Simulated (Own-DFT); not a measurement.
# Point defects and the pressure they add: wurtzite GaN

Everything here is calculated. The program is Own-DFT (plane waves, in-house, since retired, never reviewed by a person); positions were held fixed, and spin and spin-orbit coupling were off.

All runs used: PBE; PseudoDojo norm-conserving scalar-relativistic files; cutoff 42 hartree; 4 x 4 x 3 k mesh centred on Gamma; Fermi-Dirac smearing of 0.1 eV.

Caveats (not all hold for every row): not probed for a lower state with spin; forces not confirmed at this smearing and k mesh; stress not checked against mesh or cutoff.

All runs share one cell, with vectors in Å (9.567, 0.000, 0.000); (-4.784, 8.285, 0.000); (0.000, 0.000, 10.370) and a volume of 822.0 Å³. Atoms were moved at random from their sites; u is the rms move along one axis. The defect's site can differ from row to row.

| cell | formula | u (Å) | P (GPa) |
|---|---|---|---|
| no defect | Ga36N36 | 0.0201 | 5.90 |
| no defect | Ga36N36 | 0.0212 | 5.99 |
| no defect | Ga36N36 | 0.0486 | 7.65 |
| one N on a Ga site | Ga35N37 | 0.0306 | 5.45 |
| one N on a Ga site | Ga35N37 | 0.0310 | 5.49 |
| one N on a Ga site | Ga35N37 | 0.0522 | 6.60 |
| one Ga on an N site | Ga37N35 | 0.0289 | 12.05 |
| one Ga on an N site | Ga37N35 | 0.0299 | ? |
| one Ga on an N site | Ga37N35 | 0.0492 | 13.08 |
| one Ga on an N site | Ga37N35 | 0.0498 | 12.85 |

## Analysis

P = P0 + c u² + a shift for each defect gives P0 = 5.75 GPa, c = 714 ± 71 GPa/Å² and a scatter of 0.18 GPa. The shifts, and each times the cell's volume:

- one Ga on an N site: 5.55 ± 0.16 GPa, 28.5 eV
- one N on a Ga site: -1.00 ± 0.15 GPa, -5.1 eV

Against the defect-free cell, a freed cell would be larger where the shift is positive and smaller where it is negative (160.2 GPa Å³ is 1 eV). The atoms around the defects weren't relaxed, which would change these numbers.

## Withheld run

The question: what pressure belongs in the blank (one Ga on an N site, u = 0.0299 Å)?

The fitted form gives 11.94 ± 0.22 GPa. DFT gave 12.29 GPa.
